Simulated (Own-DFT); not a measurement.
# PBE and PBEsol under strain: L1_0 TiAl, 32 atoms (Al16Ti16)

Calculated, not measured: single-point runs of Own-DFT, a retired in-house plane-wave DFT program that no person has reviewed, on unrelaxed cells, without spin or spin-orbit coupling.

Limits: forces on such cells failed a check on a denser k mesh; stress not checked against mesh or cutoff.

Each geometry was run with PBE and with PBEsol, otherwise alike: PseudoDojo norm-conserving scalar-relativistic files made for PBE; cutoff 42 hartree; 4 x 4 x 4 k mesh centred on Gamma; cold (Marzari-Vanderbilt) smearing of 0.2 eV. Unstrained cell vectors in Å: (5.621, 5.622, 0.000); (-5.621, 5.622, 0.000); (0.000, 0.000, 8.133). Each has a uniform strain, of which the change of volume is shown, and random moves of rms u per axis.

| run | volume change (%) | u (Å) | P with PBE (GPa) | P with PBEsol (GPa) |
|---|---|---|---|---|
| 1 | -0.82 | 0.0496 | 3.05 | 0.17 |
| 2 | 1.76 | 0.0525 | 0.10 | -2.68 |
| 3 | 0.39 | 0.0476 | 1.44 | -1.39 |
| 4 | 1.48 | 0.0457 | 0.03 | -2.76 |
| 5 | 1.81 | 0.0527 | -0.23 | -2.99 |
| 6 | 0.11 | 0.0486 | 1.82 | -1.02 |
| 7 | 2.04 | 0.0462 | -0.44 | -3.20 |
| 8 | -0.62 | 0.0502 | 2.72 | -0.15 |
| 9 | 1.51 | 0.0464 | 0.11 | -2.67 |
| 10 | -3.21 | 0.0456 | 5.89 | 2.89 |
| 11 | -4.17 | 0.0508 | 7.51 | 4.47 |
| 12 | -1.60 | 0.0490 | 3.94 | ? |

The question: by how much does PBEsol shrink this cell, and what belongs in the blank?

## Solution

Write v for the change of volume as a fraction. Fitted to v and u², the PBE pressure has a slope of -126 ± 2 GPa in v, with the ions held to the strained lattice. The difference PBEsol less PBE is -2.85 + 4.5 v GPa (slope ± 0.1) and averages -2.85 GPa. Divided by the mean slope of the two, 123 GPa, that makes PBEsol's volume at a given pressure, near 1 GPa, about 2.3 % smaller, or 0.77 % in lengths. At one volume PBEsol's slope is the smaller by 5 GPa, but its pressure there is lower too. If stiffness rises by about 4 GPa for each GPa, PBEsol at equal pressure is stiffer by about 7 GPa. Files made for PBEsol would give a different shift.

For run 12 the line gives 1.02 GPa. The calculation gave 1.02 GPa.
